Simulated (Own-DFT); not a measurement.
# Which arrangement is lower? As32Ga32, 64 atoms

These are calculations, not measurements. The program, named Own-DFT, is a retired in-house plane-wave density functional code that no person has reviewed. Each row is one single-point run on a periodic cell that was not relaxed, without spin or spin-orbit coupling.

Settings of every run: PBE; PseudoDojo norm-conserving scalar-relativistic files; cutoff 42 hartree; 3 x 3 x 3 k mesh centred on Gamma; Fermi-Dirac smearing of 0.1 eV.

Known limits, some of them of some rows only: not probed for a lower state with spin; forces on such cells failed a check on a denser k mesh; forces not confirmed at this smearing and k mesh; stress not checked against mesh or cutoff.

All cells hold the same atoms in the same cell, with vectors in Å (11.307, 0.000, 0.000); (0.000, 11.307, 0.000); (0.000, 0.000, 11.307). Every atom was moved at random from its ideal site; u is the rms move along one axis. The defect's site can differ from row to row. E is the free energy of the cell above the lowest run. The arrangements:

- A: zincblende GaAs
- B: zincblende GaAs, with one As on a Ga site and one Ga on an As site, 2.4 Å apart

```
arrangement   u (Å)  E (eV)  P (GPa)
          A  0.0196   0.017     3.53
          A  0.0196   0.000     3.52
          A  0.0208   0.031     3.53
          A  0.0461   1.751     3.88
          A  0.0502   1.709     3.87
          A  0.0512   1.844     3.87
          B  0.0284   2.946     3.92
          B  0.0288   2.897     3.90
          B  0.0308   3.156     3.97
          B  0.0493   4.667     4.28
          B  0.0498   4.773     4.28
          B  0.0529   5.026     4.28
```

Question: once the cost of the random moves is taken out, how do the arrangements rank?

## Worked answer

Fit E = a + b u², with one b for all and one a for each arrangement, and with residuals divided by u², since the noise grows with the moves. Then b = 947 eV/Å², the scatter at u = 0.04 Å is 0.13 eV, and against A:

- B: 2.56 ± 0.05 eV (higher)

These are energies of unrelaxed cells. Relaxing the atoms lowers the strained arrangements most, so the gaps would shrink and small ones could change sign.
